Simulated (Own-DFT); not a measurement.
Simulation results for Al3GaN4 (wurtzite random alloy, atoms displaced)

Computed with Own-DFT development build. A calculation, not a measurement: plane-wave PBE density functional theory by an unreviewed code, no spin, of a simulated periodic cell, stress positive in tension, free energy of the whole cell less one offset for each atom, forces on such cells passed a denser k mesh, this cell's mesh not checked; offsets are fitted by least squares, one for each functional and potential file, so energies compare only between cells with the same atoms and settings and are not formation energies; the far tail of each file's local potential was reset to the Coulomb form; each entry is a single point on an unrelaxed cell, so the pressure reflects the starting lattice, mostly measured values, from which strain is counted, and rises with the displacements; printed positions are rounded, which can move forces by about a meV/angstrom; the program is a retired in-house code; no spin-orbit coupling.

Common to all runs: functional PBE; potential files PseudoDojo norm-conserving, scalar-relativistic, standard set with the stringent files for Ga; wave cutoff 96 hartree; occupations Gaussian; smearing width 0.01 eV; k mesh 4 x 4 x 3 centred on Gamma.

(1) 
```xyz
72
Lattice="9.3938 0.0000 0.0000 -4.6969 8.1352 0.0000 0.0000 0.0000 10.0655" Properties=species:S:1:pos:R:3:force_x:R:1:force_y:R:1:force_z:R:1 formula=Al3GaN4 free_energy_of_cell_above_offsets=-26.356 pressure=4.97 stress_xx=-4.84 stress_yy=-3.83 stress_zz=-6.23 stress_yz=0.18 stress_xz=0.55 stress_xy=-0.14
Al     0.0092     1.8005     0.0169      -0.35       0.36     -0.682
Al     1.5641     0.8967     2.4919      0.573     -0.201       0.43
N      0.0594     1.7718     1.8670      -1.31     -0.101      0.683
N      1.5430     0.8773     4.3963      1.983     -0.431       0.19
Ga     0.0554     1.8038     5.0067     -0.529      0.196      0.712
Al     1.5759     0.9052     7.6015     -0.497     -0.147     -0.306
N     -0.0150     1.8037     6.9516      0.363     -0.219      1.136
N      1.6003     0.9427     9.5585     -0.527      0.018     -1.743
Al    -1.5302     4.5246     0.0061     -0.842     -0.522     -0.586
Ga     0.0405     3.6216     2.4827     -0.567     -0.585      0.715
N     -1.5699     4.4781     1.8879     -0.604      0.934      0.133
N      0.0077     3.6301     4.4456      0.404      0.441      0.081
Al    -1.5572     4.4620     5.0309      0.298      1.164      0.254
Al     0.0248     3.6207     7.5220     -1.448     -0.178      0.405
N     -1.6103     4.5342     6.9377      0.621     -0.422     -0.091
N     -0.0296     3.6235     9.4385      0.922     -0.526      0.367
Ga    -3.1120     7.2199     0.0116      0.425     -0.241     -0.238
Al    -1.5562     6.3209     2.5316     -0.132      0.048     -0.127
N     -3.1099     7.2559     1.9020     -0.032     -0.974      1.244
N     -1.5686     6.3124     4.4197      0.213     -0.216      0.393
Al    -3.0954     7.2118     5.0676     -0.476      0.261      -0.89
Al    -1.5707     6.3549     7.5030      0.311      -0.82      0.278
N     -3.1531     7.1814     6.9428      1.404      1.986       0.06
N     -1.5139     6.2653     9.3989     -0.902      0.214      0.024
Al     3.1371     1.8128     0.0173      0.812     -0.006      0.523
Al     4.7069     0.9556     2.5091     -0.543     -1.405      0.521
N      3.1551     1.7695     1.9669     -0.351      1.341     -0.863
N      4.7021     0.9074     4.4177      0.185       0.07      0.326
Al     3.1413     1.8344     5.0657      -0.23     -0.565     -0.922
Al     4.7213     0.9506     7.5961     -0.765      -0.88     -0.784
N      3.1090     1.8193     6.9527      0.287     -1.293     -0.168
N      4.6987     0.9361     9.4376     -0.014     -0.038      0.994
Al     1.5718     4.4974     0.0177      -0.21      0.144     -0.884
Al     3.1168     3.6434     2.5136      0.749     -0.959      0.489
N      1.6075     4.4588     1.8988      0.161      1.992     -0.472
N      3.1067     3.6364     4.4280      0.373     -0.709     -0.129
Al     1.6124     4.4964     5.0868     -1.007      0.728     -0.445
Ga     3.1080     3.5914     7.5936      0.261       1.02     -1.016
N      1.5146     4.5179     6.9746      0.574       0.93     -0.588
N      3.1431     3.6101     9.4490     -1.315     -0.657      1.647
Ga     0.0021     7.1498     0.0552      0.407      1.162     -1.522
Al     1.5700     6.3625     2.5408     -0.036     -0.593      -0.13
N      0.0036     7.2547     1.9057      0.007     -0.438      1.752
N      1.5081     6.3020     4.4275      0.541     -0.225      0.146
Al     0.0020     7.2089     5.0847     -0.244      0.422     -1.472
Al     1.5602     6.3830     7.5219     -0.505     -0.866      0.173
N     -0.0318     7.2529     6.9060      0.268      0.332      1.211
N      1.6048     6.2931     9.4174      0.238     -0.065      0.496
Al     6.2696     1.8372     0.0240     -0.329     -0.593     -0.919
Al     7.8291     0.9249     2.5422      0.657     -0.641      -0.79
N      6.2360     1.7483     1.8885      0.927      1.177      0.653
N      7.8903     0.8580     4.4205     -1.427      1.707     -0.795
Al     6.3068     1.7821     4.9577     -0.342     -0.111      1.316
Al     7.8001     0.9125     7.5888      0.735     -0.174      -0.38
N      6.2651     1.7500     7.0169      0.033      1.525     -1.562
N      7.8185     0.8923     9.4778        0.3      0.812      0.195
Ga     4.6283     4.5653     0.0161      1.219     -1.107     -0.048
Al     6.2356     3.5853     2.4581      0.306      0.446      0.285
N      4.6824     4.5788     1.9226      0.103     -1.657      0.932
N      6.3010     3.6305     4.4154      0.617     -1.711     -1.099
Ga     4.7707     4.4874     5.0299     -1.299      0.882       0.47
Al     6.2596     3.6117     7.5822      0.106     -0.194     -0.085
N      4.7094     4.5560     6.9805       0.24     -1.777     -0.226
N      6.2581     3.6026     9.4861      0.526      0.347      0.078
Al     3.0899     7.2904    10.0613      0.487     -1.288       0.45
Al     4.7123     6.2985     2.5086      0.012      1.623       0.37
N      3.1328     7.2316     1.9377      0.003      0.183      -0.34
N      4.7165     6.3496     4.4245      1.272     -0.584      -0.61
Ga     3.1935     7.2356     5.0267     -1.237     -0.874      0.612
Ga     4.7418     6.3130     7.5927     -1.603      0.483     -0.004
N      3.0870     7.2572     6.9723      0.574      0.139      0.242
N      4.6939     6.3094     9.5063     -0.823      1.905      -0.07
```

Units: free_energy_of_cell_above_offsets in eV; pressure, stress_xx, stress_yy, stress_zz, stress_yz, stress_xz, stress_xy in GPa; force_x, force_y, force_z in eV/Å.

(2) 
```xyz
72
Lattice="9.3938 0.0000 0.0000 -4.6969 8.1352 0.0000 0.0000 0.0000 10.0655" Properties=species:S:1:pos:R:3:force_x:R:1:force_y:R:1:force_z:R:1 formula=Al3GaN4 free_energy_of_cell_above_offsets=-26.145 pressure=4.93 stress_xx=-4.58 stress_yy=-5.55 stress_zz=-4.68 stress_yz=0.04 stress_xz=0.35 stress_xy=0.18
Al     0.0037     1.8121     0.0144     -0.215      0.257     -0.693
Al     1.5323     0.8998     2.5051      0.933     -0.391      0.437
N     -0.0068     1.7800     1.8894      0.851       0.73      0.246
N      1.6257     0.8962     4.4458      -0.84      1.612     -0.895
Al     0.0204     1.8047     4.9771       0.57      0.099      0.856
Al     1.5492     0.8718     7.5209      0.621      1.138      0.368
N     -0.0035     1.8044     6.9227      -0.19     -0.207      0.139
N      1.5355     0.9028     9.4759      0.361      0.412     -0.176
Al    -1.5306     4.5261    10.0374     -0.936     -0.094      0.476
Al     0.0492     3.5826     2.4995     -1.088      0.731      0.176
N     -1.5666     4.5208     1.8762      0.839     -0.039      0.595
N      0.0416     3.6377     4.4591        0.4     -1.225     -1.434
Ga    -1.5259     4.5026     5.0466     -0.863      0.615     -0.226
Al    -0.0220     3.5853     7.5486       1.15      0.483      0.111
N     -1.5344     4.5296     6.9706     -0.585     -0.424      0.625
N      0.0080     3.6688     9.4885     -0.395     -1.705     -0.563
Al    -3.1133     7.2786    10.0280      0.115     -1.143      0.845
Al    -1.5525     6.3541     2.5052     -0.129     -0.942       0.41
N     -3.1300     7.1993     2.0119      0.567      1.293     -2.159
N     -1.6300     6.3434     4.4411      2.342     -0.181     -0.673
Ga    -3.1788     7.2346     5.0180      0.371     -0.085      0.256
Al    -1.5899     6.3148     7.5518      0.295      0.509     -0.106
N     -3.1333     7.2691     6.9368       0.52     -0.804      0.749
N     -1.5555     6.2866     9.4496     -1.363      0.551     -0.285
Al     3.1581     1.8069     0.0186     -0.704      0.095     -0.765
Al     4.6743     0.9023     2.5103      0.715     -0.357     -0.317
N      3.1570     1.8055     1.9100     -0.909     -0.399     -0.014
N      4.6827     0.8984     4.4055      0.876     -0.084      0.345
Al     3.1737     1.8520     5.0279     -0.417     -1.586      1.036
Ga     4.7464     0.8418     7.5272     -1.015      1.401      1.051
N      3.1702     1.7716     6.9977     -1.247      0.586     -1.368
N      4.6393     0.9151     9.4586       1.42      1.003       0.66
Al     1.5415     4.4625     0.0306      0.786       1.46     -0.919
Al     3.1716     3.5690     2.4686      -0.84      0.627      0.692
N      1.5439     4.5365     1.9112      0.914     -1.784      0.052
N      3.1279     3.5744     4.4471      0.315      0.727     -1.318
Al     1.6038     4.4814     4.9769     -0.176      0.585      1.477
Al     3.1535     3.5885     7.5466     -0.433     -0.246     -0.045
N      1.5880     4.4751     6.9579     -0.477      0.244      -0.75
N      3.0702     3.5673     9.4173      0.232      0.377      1.035
Ga    -0.0195     7.2669    10.0445       0.68     -0.753     -0.476
Ga     1.5965     6.3270     2.5137     -1.237      0.031      -0.06
N     -0.0200     7.2161     1.8621     -0.156      0.816      1.795
N      1.5791     6.3096     4.4375       0.11      0.143      0.817
Al     0.0291     7.2147     5.0228     -1.032      0.114      0.435
Al     1.5649     6.3011     7.5277      0.149     -0.505       0.46
N      0.0053     7.2417     7.0122      0.024     -2.525     -1.988
N      1.5687     6.3189     9.4337       0.93     -0.425      0.323
Al     6.3224     1.8258    10.0469     -1.886      -0.13      0.049
Ga     7.8044     0.8966     2.4985      0.016     -0.343      0.156
N      6.2681     1.8044     1.8688     -0.913      0.231      0.342
N      7.8682     0.9159     4.4325      -0.55       -0.5      0.714
Al     6.2818     1.8051     5.0299     -0.311     -0.035      0.178
Al     7.8475     0.9057     7.5753      -0.24      -0.42     -0.501
N      6.2431     1.8223     6.9995      2.008     -0.153     -1.489
N      7.7989     0.9117     9.4841      1.235     -0.228     -0.415
Ga     4.6724     4.5635     0.0340      0.023     -0.909     -1.289
Al     6.3505     3.5891     2.5140     -1.092      0.319     -0.499
N      4.6803     4.4714     1.9016      0.749     -0.405      1.203
N      6.2544     3.5995     4.3947     -0.243     -0.484      0.332
Al     4.6674     4.4914     4.9972      0.723      0.033      0.754
Al     6.2979     3.5823     7.5548     -0.888      1.044       0.25
N      4.6739     4.4985     6.9494       0.99     -0.834     -0.709
N      6.2655     3.6011     9.4735      0.742      0.266     -0.506
Al     3.1572     7.2387    10.0556     -0.947     -0.427     -0.314
Ga     4.6833     6.3099     2.5005      0.181     -0.491      0.205
N      3.1151     7.1941     1.9009       0.67      0.831     -1.106
N      4.7100     6.2669     4.4053     -1.642      0.169      0.913
Al     3.1451     7.2173     5.0425      0.294     -0.119     -0.055
Ga     4.6820     6.3145     7.5583       0.88     -0.498     -0.629
N      3.1606     7.1783     6.9503     -1.691      1.757     -0.661
N      4.7139     6.3653     9.4248      0.052      0.594      1.834
```

Units: free_energy_of_cell_above_offsets in eV; pressure, stress_xx, stress_yy, stress_zz, stress_yz, stress_xz, stress_xy in GPa; force_x, force_y, force_z in eV/Å.
